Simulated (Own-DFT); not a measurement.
Si3N4 (beta silicon nitride, strained, atoms displaced) (calculated)

Computed with Own-DFT development build. A calculation, not a measurement: plane-wave PBE density functional theory by an unreviewed code, no spin, of a simulated periodic cell, stress positive in tension, free energy of the whole cell less one offset for each atom, forces on such cells moved up to 12 meV/angstrom on a denser k mesh; offsets are fitted by least squares, one for each functional and potential file, so energies compare only between cells with the same atoms and settings and are not formation energies; the far tail of each file's local potential was reset to the Coulomb form; each entry is a single point on an unrelaxed cell, so the pressure reflects the starting lattice, mostly measured values (interpolated for alloys), from which strain is counted, and rises with the displacements; printed positions are rounded, which can move forces by about a meV/angstrom; the program, named Own-DFT, is a retired in-house code; no spin-orbit coupling; before rounding, a Quantum ESPRESSO 7.3.1 run of the same cell and cutoff gave forces within 1 meV/angstrom rms on each cell, which checks the program and not the settings.

Settings shared by all entries: functional PBE; potential files PseudoDojo norm-conserving, scalar-relativistic, standard set; wave cutoff 42 hartree; occupations Fermi-Dirac; smearing width 0.1 eV; k mesh 2 x 2 x 4 centred on Gamma.

```json
{"entry": 1, "formula": "Si3N4", "kind": "beta silicon nitride, strained, atoms displaced", "structure": {"cell_angstrom": [[15.28, -0.1261, -0.1546], [-7.7492, 13.0323, 0.1762], [-0.0591, 0.0437, 5.82]], "atoms_fractional": [["Si", 0.0803, 0.38292, 0.12951], ["Si", 0.11205, 0.20247, 0.12564], ["Si", 0.29536, 0.41076, 0.12232], ["Si", 0.4118, 0.11328, 0.38234], ["Si", 0.38107, 0.2919, 0.37436], ["Si", 0.20116, 0.08416, 0.38395], ["N", 0.1685, 0.01373, 0.12588], ["N", 0.48336, 0.14666, 0.10745], ["N", 0.34949, 0.33334, 0.12766], ["N", 0.3318, 0.48616, 0.373], ["N", 0.01415, 0.34724, 0.37993], ["N", 0.14491, 0.16043, 0.36965], ["N", 0.16826, 0.32864, 0.12462], ["N", 0.33574, 0.16856, 0.38141], ["Si", 0.0857, 0.38714, 0.62076], ["Si", 0.11394, 0.20427, 0.61499], ["Si", 0.29742, 0.41659, 0.6189], ["Si", 0.41144, 0.11145, 0.89386], ["Si", 0.38765, 0.30293, 0.87803], ["Si", 0.20336, 0.08647, 0.88337], ["N", 0.16528, 0.01636, 0.64451], ["N", 0.48351, 0.15118, 0.62956], ["N", 0.3424, 0.33143, 0.63312], ["N", 0.32409, 0.47956, 0.86301], ["N", 0.01709, 0.35379, 0.86658], ["N", 0.16107, 0.17293, 0.87629], ["N", 0.17331, 0.33829, 0.62723], ["N", 0.32947, 0.1662, 0.89295], ["Si", 0.08441, 0.8893, 0.11879], ["Si", 0.11022, 0.69285, 0.11767], ["Si", 0.29137, 0.91227, 0.12756], ["Si", 0.41336, 0.61623, 0.36784], ["Si", 0.38898, 0.79873, 0.37493], ["Si", 0.19738, 0.58259, 0.38047], ["N", 0.16607, 0.51209, 0.11626], ["N", 0.48415, 0.65692, 0.10323], ["N", 0.34777, 0.831, 0.11066], ["N", 0.33253, 0.97855, 0.36053], ["N", 0.00938, 0.8434, 0.3741], ["N", 0.1478, 0.66305, 0.38976], ["N", 0.17294, 0.83599, 0.15045], ["N", 0.33884, 0.67231, 0.39823], ["Si", 0.08501, 0.88298, 0.61831], ["Si", 0.1102, 0.69636, 0.61977], ["Si", 0.29348, 0.91057, 0.62571], ["Si", 0.41692, 0.61546, 0.87863], ["Si", 0.38759, 0.79956, 0.88351], ["Si", 0.20046, 0.581, 0.88456], ["N", 0.16711, 0.52078, 0.62683], ["N", 0.48286, 0.64382, 0.63095], ["N", 0.3476, 0.82527, 0.62853], ["N", 0.33124, 0.97789, 0.87052], ["N", 0.02136, 0.85304, 0.88084], ["N", 0.1522, 0.66067, 0.8817], ["N", 0.16953, 0.8345, 0.62054], ["N", 0.3324, 0.66525, 0.88474], ["Si", 0.58385, 0.38451, 0.13923], ["Si", 0.60545, 0.19725, 0.11334], ["Si", 0.79435, 0.41756, 0.12463], ["Si", 0.91614, 0.11786, 0.38149], ["Si", 0.8804, 0.29955, 0.37382], ["Si", 0.69931, 0.08746, 0.3733], ["N", 0.67394, 0.02203, 0.15222], ["N", 0.98303, 0.14666, 0.12349], ["N", 0.84745, 0.33299, 0.1349], ["N", 0.8365, 0.48457, 0.37697], ["N", 0.51264, 0.35155, 0.37531], ["N", 0.6449, 0.16294, 0.37759], ["N", 0.66101, 0.33054, 0.10525], ["N", 0.83224, 0.17244, 0.38214], ["Si", 0.58078, 0.38315, 0.62926], ["Si", 0.61414, 0.20088, 0.63011], ["Si", 0.79439, 0.41609, 0.61837], ["Si", 0.91765, 0.11255, 0.87898], ["Si", 0.88071, 0.29402, 0.87601], ["Si", 0.70651, 0.08433, 0.87336], ["N", 0.67041, 0.01804, 0.62917], ["N", 0.98302, 0.14938, 0.63496], ["N", 0.84209, 0.33754, 0.62658], ["N", 0.83734, 0.49266, 0.88044], ["N", 0.5219, 0.35765, 0.86565], ["N", 0.65178, 0.16654, 0.86762], ["N", 0.66128, 0.332, 0.62073], ["N", 0.83355, 0.16453, 0.8684], ["Si", 0.58491, 0.88802, 0.13585], ["Si", 0.61495, 0.70202, 0.119], ["Si", 0.79927, 0.91356, 0.1218], ["Si", 0.91383, 0.61495, 0.37358], ["Si", 0.88259, 0.80164, 0.37608], ["Si", 0.69527, 0.58363, 0.37288], ["N", 0.66738, 0.51222, 0.12562], ["N", 0.98254, 0.65106, 0.13598], ["N", 0.85219, 0.83114, 0.1123], ["N", 0.83549, 0.9873, 0.36906], ["N", 0.51834, 0.85523, 0.37549], ["N", 0.6527, 0.66352, 0.37002], ["N", 0.66286, 0.82964, 0.13519], ["N", 0.83726, 0.66672, 0.36948], ["Si", 0.59393, 0.89045, 0.6255], ["Si", 0.61511, 0.69936, 0.61903], ["Si", 0.78988, 0.91163, 0.61223], ["Si", 0.91798, 0.62272, 0.88577], ["Si", 0.88316, 0.79738, 0.867], ["Si", 0.69829, 0.58611, 0.85828], ["N", 0.66143, 0.51836, 0.62787], ["N", 0.98157, 0.6546, 0.61629], ["N", 0.85494, 0.84495, 0.60785], ["N", 0.82876, 0.98547, 0.86362], ["N", 0.51655, 0.84433, 0.87429], ["N", 0.64711, 0.66748, 0.87765], ["N", 0.66248, 0.8343, 0.63232], ["N", 0.83692, 0.66688, 0.86677]]}, "results": {"free_energy_of_cell_above_offsets [eV]": "-7.327", "pressure [GPa]": 10.67, "stress_xx [GPa]": -5.69, "stress_yy [GPa]": -13.45, "stress_zz [GPa]": -12.88, "stress_yz [GPa]": 0.52, "stress_xz [GPa]": -2.71, "stress_xy [GPa]": -5.36, "force_element": ["Si", "Si", "Si", "Si", "Si", "Si", "N", "N", "N", "N", "N", "N", "N", "N", "Si", "Si", "Si", "Si", "Si", "Si", "N", "N", "N", "N", "N", "N", "N", "N", "Si", "Si", "Si", "Si", "Si", "Si", "N", "N", "N", "N", "N", "N", "N", "N", "Si", "Si", "Si", "Si", "Si", "Si", "N", "N", "N", "N", "N", "N", "N", "N", "Si", "Si", "Si", "Si", "Si", "Si", "N", "N", "N", "N", "N", "N", "N", "N", "Si", "Si", "Si", "Si", "Si", "Si", "N", "N", "N", "N", "N", "N", "N", "N", "Si", "Si", "Si", "Si", "Si", "Si", "N", "N", "N", "N", "N", "N", "N", "N", "Si", "Si", "Si", "Si", "Si", "Si", "N", "N", "N", "N", "N", "N", "N", "N"], "force_x [eV/angstrom]": [3.002, 3.043, 0.378, -0.155, -1.802, -0.099, -0.448, -0.66, -0.016, 0.582, -1.154, 0.262, -3.776, 0.166, 2.978, 2.591, 1.717, -4.592, -0.374, -1.133, -0.055, -0.464, 1.654, 1.338, -1.611, -2.731, -4.705, 3.669, 3.549, 1.138, 4.454, -1.259, -2.646, 2.002, -0.672, 3.036, -0.735, 0.545, 1.354, 0.401, -6.081, -0.153, 1.78, 0.463, 3.469, -5.615, 0.003, 1.81, -0.323, 1.504, -1.773, 0.072, -3.195, -2.75, -3.294, 1.275, 1.89, 5.106, 0.562, -3.043, 0.298, 0.289, -0.365, 0.134, -1.418, -0.377, -0.488, -0.737, 0.071, 1.992, 3.532, -0.428, -0.884, -3.796, -0.884, -1.579, -0.254, 1.563, 2.852, 0.042, -3.893, 1.116, -0.061, 1.872, 2.41, -0.895, -0.968, -2.725, 1.778, 4.655, -0.838, 2.154, -2.672, 0.064, 0.042, -2.855, 0.772, -3.194, -2.77, -1.732, 1.27, -0.984, 1.64, 1.798, -0.158, 1.945, -0.73, 0.652, 0.63, 2.468, 2.121, -2.958], "force_y [eV/angstrom]": [-0.967, -1.112, 0.248, -0.351, 3.048, 0.939, 1.657, 0.034, 1.055, 0.022, -0.049, -0.532, 1.866, -3.619, 0.05, 0.657, -1.225, -1.09, -1.666, 1.841, -1.225, -0.699, 0.302, 2.691, -1.04, -0.739, -2.279, 1.067, -2.927, 3.545, -1.293, 1.31, 0.609, 3.466, -1.155, 0.128, 1.567, 3.918, 2.147, -1.517, -4.795, -3.583, -0.434, 2.204, -1.022, -1.791, -2.291, 3.839, -3.387, 0.503, 2.681, 2.613, -1.818, 0.305, -2.516, -0.713, -0.951, 2.07, -2.152, 0.772, 0.062, 4.485, -4.339, 0.313, 1.697, 0.495, -0.258, -0.193, 0.561, -2.178, 0.486, 0.809, -0.731, 0.581, 1.161, 1.737, -0.326, 0.72, -1.2, -1.809, -1.834, -1.653, 1.484, 0.621, -0.568, 0.495, -1.195, 0.578, -3.206, 0.807, 1.848, 0.619, 2.238, -0.528, 0.185, 1.489, 2.497, -0.203, -2.116, 0.852, 0.971, -0.734, -0.056, 1.985, -2.385, 0.184, -0.456, -1.469, 2.01, -1.41, -2.043, 0.705], "force_z [eV/angstrom]": [-1.178, -1.857, -0.339, -0.761, 1.603, -0.308, 2.149, 6.258, -0.142, -2.086, -0.792, 1.11, 0.541, 0.063, 1.081, 1.932, 0.12, -6.792, -0.183, 0.057, -2.868, 0.541, -2.093, 2.748, 1.258, -0.114, -0.8, -0.335, 3.807, 2.159, -2.808, 0.567, 0.07, -1.769, 4.762, 6.031, 3.397, 3.7, -0.403, -3.297, -1.319, -1.358, 0.893, 2.054, -1.014, -3.837, -1.899, -2.761, 0.835, -2.439, -1.179, 0.582, -3.397, -0.847, 0.474, 0.225, -2.881, 0.889, -0.561, -0.736, 2.886, 4.223, -6.736, 1.627, -3.48, -1.413, 0.736, -0.801, 1.157, -0.092, -2.609, -2.081, 2.891, -0.642, -0.136, 2.052, -0.488, -1.547, 0.146, -1.21, 4.574, 2.269, -0.227, 0.522, -2.214, 0.827, -0.713, 0.742, -1.506, -1.039, -0.467, -1.597, 0.646, -0.504, 1.475, 0.297, 0.065, 0.279, 0.884, -0.028, 1.017, -2.475, -0.744, 4.46, -2.218, 2.811, 2.399, 0.707, 0.478, -1.088, -0.74, -0.122]}}
{"entry": 2, "formula": "Si3N4", "kind": "beta silicon nitride, strained, atoms displaced", "structure": {"cell_angstrom": [[15.1618, -0.2577, 0.2538], [-7.8041, 13.2032, 0.0134], [0.0971, 0.062, 5.7549]], "atoms_fractional": [["Si", 0.08888, 0.38301, 0.12904], ["Si", 0.11539, 0.20367, 0.13428], ["Si", 0.29623, 0.41336, 0.1053], ["Si", 0.41807, 0.12127, 0.35901], ["Si", 0.38558, 0.29568, 0.37194], ["Si", 0.20414, 0.09241, 0.36712], ["N", 0.17209, 0.01981, 0.11591], ["N", 0.48941, 0.15025, 0.13046], ["N", 0.35018, 0.33239, 0.11178], ["N", 0.32762, 0.4841, 0.35986], ["N", 0.0204, 0.34394, 0.38779], ["N", 0.1596, 0.17138, 0.36126], ["N", 0.16585, 0.33365, 0.1283], ["N", 0.33177, 0.1681, 0.37124], ["Si", 0.09269, 0.39392, 0.64029], ["Si", 0.11166, 0.20099, 0.62626], ["Si", 0.29703, 0.41179, 0.6169], ["Si", 0.4169, 0.11784, 0.8759], ["Si", 0.38576, 0.2963, 0.87416], ["Si", 0.20031, 0.09183, 0.86852], ["N", 0.16201, 0.0124, 0.6251], ["N", 0.48351, 0.14804, 0.61164], ["N", 0.3521, 0.33558, 0.63526], ["N", 0.33496, 0.48591, 0.89237], ["N", 0.01497, 0.35264, 0.89005], ["N", 0.15113, 0.16188, 0.87855], ["N", 0.16627, 0.32872, 0.6137], ["N", 0.33448, 0.168, 0.86814], ["Si", 0.08502, 0.88149, 0.12278], ["Si", 0.11298, 0.69879, 0.12309], ["Si", 0.2982, 0.91324, 0.11864], ["Si", 0.40983, 0.61004, 0.38036], ["Si", 0.38987, 0.8012, 0.37655], ["Si", 0.20373, 0.58557, 0.3781], ["N", 0.17089, 0.51694, 0.11119], ["N", 0.48966, 0.65395, 0.13574], ["N", 0.34493, 0.82781, 0.11749], ["N", 0.33613, 0.98224, 0.37466], ["N", 0.01579, 0.84563, 0.37491], ["N", 0.14514, 0.66676, 0.37885], ["N", 0.16481, 0.82744, 0.10742], ["N", 0.3358, 0.66612, 0.3769], ["Si", 0.0829, 0.88674, 0.62659], ["Si", 0.11059, 0.70179, 0.63187], ["Si", 0.29175, 0.91202, 0.62535], ["Si", 0.41482, 0.61961, 0.86813], ["Si", 0.3909, 0.80316, 0.87085], ["Si", 0.19379, 0.57921, 0.87511], ["N", 0.16553, 0.51417, 0.63386], ["N", 0.47767, 0.64761, 0.61313], ["N", 0.34349, 0.83061, 0.61351], ["N", 0.32778, 0.98228, 0.86968], ["N", 0.01335, 0.84465, 0.85746], ["N", 0.15019, 0.66817, 0.88223], ["N", 0.15929, 0.82956, 0.61936], ["N", 0.33605, 0.66756, 0.86864], ["Si", 0.58487, 0.37928, 0.1291], ["Si", 0.61825, 0.20014, 0.13092], ["Si", 0.79761, 0.41223, 0.11045], ["Si", 0.90773, 0.11287, 0.37686], ["Si", 0.87867, 0.29652, 0.37023], ["Si", 0.70173, 0.08582, 0.38292], ["N", 0.66441, 0.01047, 0.13082], ["N", 0.98352, 0.14904, 0.13434], ["N", 0.85299, 0.33088, 0.13991], ["N", 0.83359, 0.49106, 0.37199], ["N", 0.51779, 0.34607, 0.3833], ["N", 0.65067, 0.17066, 0.38363], ["N", 0.66824, 0.33133, 0.11516], ["N", 0.83517, 0.16717, 0.37281], ["Si", 0.57967, 0.38235, 0.62895], ["Si", 0.61041, 0.19867, 0.61709], ["Si", 0.80332, 0.40998, 0.62504], ["Si", 0.9145, 0.1205, 0.87412], ["Si", 0.88829, 0.29801, 0.87841], ["Si", 0.69314, 0.081, 0.87862], ["N", 0.66306, 0.01622, 0.61146], ["N", 0.98199, 0.14846, 0.63632], ["N", 0.84964, 0.33091, 0.6204], ["N", 0.83313, 0.48526, 0.88757], ["N", 0.51586, 0.3465, 0.88377], ["N", 0.65113, 0.16807, 0.86992], ["N", 0.66759, 0.3328, 0.62545], ["N", 0.83972, 0.17311, 0.87982], ["Si", 0.58504, 0.88286, 0.13437], ["Si", 0.61656, 0.70401, 0.12648], ["Si", 0.79748, 0.90866, 0.1194], ["Si", 0.9218, 0.61951, 0.35633], ["Si", 0.88779, 0.79569, 0.38378], ["Si", 0.70159, 0.58496, 0.36769], ["N", 0.66313, 0.52024, 0.12974], ["N", 0.9844, 0.64772, 0.12327], ["N", 0.84891, 0.83189, 0.12297], ["N", 0.83054, 0.98594, 0.3867], ["N", 0.5143, 0.8482, 0.37156], ["N", 0.6515, 0.66739, 0.37125], ["N", 0.66792, 0.83702, 0.12967], ["N", 0.83357, 0.67396, 0.39424], ["Si", 0.5874, 0.88003, 0.629], ["Si", 0.62035, 0.70172, 0.61875], ["Si", 0.79202, 0.90843, 0.62033], ["Si", 0.91096, 0.61144, 0.88662], ["Si", 0.88255, 0.79406, 0.87499], ["Si", 0.69972, 0.59039, 0.87223], ["N", 0.67174, 0.51778, 0.62581], ["N", 0.98373, 0.64608, 0.63156], ["N", 0.85059, 0.835, 0.61946], ["N", 0.83534, 0.98529, 0.87141], ["N", 0.51989, 0.84749, 0.87247], ["N", 0.65255, 0.66611, 0.8797], ["N", 0.66848, 0.83083, 0.63219], ["N", 0.83715, 0.66788, 0.90034]]}, "results": {"free_energy_of_cell_above_offsets [eV]": "-4.951", "pressure [GPa]": 14.82, "stress_xx [GPa]": -11.34, "stress_yy [GPa]": -13.34, "stress_zz [GPa]": -19.78, "stress_yz [GPa]": 5.85, "stress_xz [GPa]": 7.48, "stress_xy [GPa]": -6.43, "force_element": ["Si", "Si", "Si", "Si", "Si", "Si", "N", "N", "N", "N", "N", "N", "N", "N", "Si", "Si", "Si", "Si", "Si", "Si", "N", "N", "N", "N", "N", "N", "N", "N", "Si", "Si", "Si", "Si", "Si", "Si", "N", "N", "N", "N", "N", "N", "N", "N", "Si", "Si", "Si", "Si", "Si", "Si", "N", "N", "N", "N", "N", "N", "N", "N", "Si", "Si", "Si", "Si", "Si", "Si", "N", "N", "N", "N", "N", "N", "N", "N", "Si", "Si", "Si", "Si", "Si", "Si", "N", "N", "N", "N", "N", "N", "N", "N", "Si", "Si", "Si", "Si", "Si", "Si", "N", "N", "N", "N", "N", "N", "N", "N", "Si", "Si", "Si", "Si", "Si", "Si", "N", "N", "N", "N", "N", "N", "N", "N"], "force_x [eV/angstrom]": [-0.215, 0.052, 1.244, -4.138, -2.059, 0.209, -0.889, 0.251, -1.055, 0.791, -2.33, -2.073, 0.601, 3.204, 0.372, 1.91, 0.488, -2.34, -0.458, 3.555, -0.221, -0.814, -0.006, 0.214, 1.872, -4.502, -1.27, 1.392, 2.14, 1.104, -0.372, -1.538, -3.502, -0.95, -0.593, -1.815, 0.418, -0.046, 0.068, 2.607, -1.185, -0.756, 3.721, 1.897, 0.214, -1.054, -2.12, 1.047, 0.012, 4.741, 0.575, 1.31, -1.56, 1.782, 0.18, -1.517, 2.59, 0.271, 0.757, 0.587, 5.862, 0.154, -0.948, 0.632, -4.288, 1.006, -2.051, 3.671, -1.126, -1.793, 5.552, 0.248, -3.477, -1.338, -1.78, 2.204, -0.357, 1.623, -0.104, 0.856, -0.596, 0.597, -0.793, -2.208, 2.632, 0.417, 0.481, -5.409, -2.381, 0.822, -0.273, 1.882, 0.024, 0.313, 1.337, 1.051, -0.498, 2.367, 1.517, -2.037, 3.811, -1.252, -0.352, 3.314, -1.654, -1.925, -0.747, -0.193, -1.159, -1.802, -3.432, -1.194], "force_y [eV/angstrom]": [0.299, 0.027, -3.84, -3.308, 1.052, -3.415, -2.265, 0.252, 1.478, -1.632, 0.691, 0.257, -0.913, 0.037, -7.367, -0.472, 0.111, -1.074, -0.729, -2.936, 3.321, -0.171, 0.802, 3.191, 1.097, 2.944, 2.153, -0.502, 0.967, 1.816, -2.024, 1.719, -3.106, 2.41, -2.907, -1.132, 1.789, 2.155, 0.65, -2.448, 1.84, 0.349, -0.913, 0.983, -1.743, -0.335, -3.206, 7.236, 2.665, 1.61, 1.233, 2.562, -0.318, -2.596, 1.652, 0.28, 2.309, 2.14, -1.412, 1.18, -1.987, 2.94, 2.184, 0.203, 3.056, -2.661, -0.858, -2.883, -0.41, -0.11, 1.792, 3.683, 1.736, -2.336, -0.325, 2.304, -3.237, 0.65, 1.086, -0.503, -0.236, -1.75, -0.166, -3.205, -0.771, 1.339, 2.213, -0.907, 1.976, 2.914, -3.981, 1.222, 0.744, -1.561, 0.581, -1.105, -1.812, -4.794, 0.869, -0.358, 2.4, 2.26, 0.568, -0.811, -1.653, -1.058, 0.545, 0.003, 0.2, 0.949, -1.636, -1.796], "force_z [eV/angstrom]": [1.215, -1.949, 5.959, 4.53, 0.067, 0.135, 1.202, -4.531, 3.078, 1.357, 0.458, 2.653, -0.886, -0.071, -2.246, -0.056, 1.059, -0.704, -0.337, -0.423, -0.997, 0.944, -2.302, -7.749, -0.725, -0.795, 1.238, -0.035, -2.076, 1.508, 1.435, -2.57, -1.408, -1.751, 5.175, -2.398, 1.251, -1.535, 0.009, -0.297, 0.758, -0.092, -3.277, 0.073, -0.723, 3.208, -1.197, -0.99, -1.898, 1.477, 2.341, 0.343, 5.564, -2.519, 0.043, 0.076, -0.894, -1.251, 5.906, 1.533, 3.444, -4.013, -0.061, -1.599, -5.322, -0.302, -0.723, -2.904, 0.486, 0.218, 0.33, 3.167, -0.813, 3.523, -0.267, -0.912, 4.94, -4.177, 2.629, -4.362, 0.67, 0.293, -0.081, -0.284, -2.828, 0.427, 0.951, 8.229, -1.855, 2.184, -1.973, -4.233, 1.204, -2.55, 3.381, -0.373, 0.006, -0.887, -2.878, 1.19, 1.958, -2.031, -0.607, 0.382, 0.325, -1.156, 1.674, 0.044, 2.327, -1.684, -0.241, -0.777]}}
```
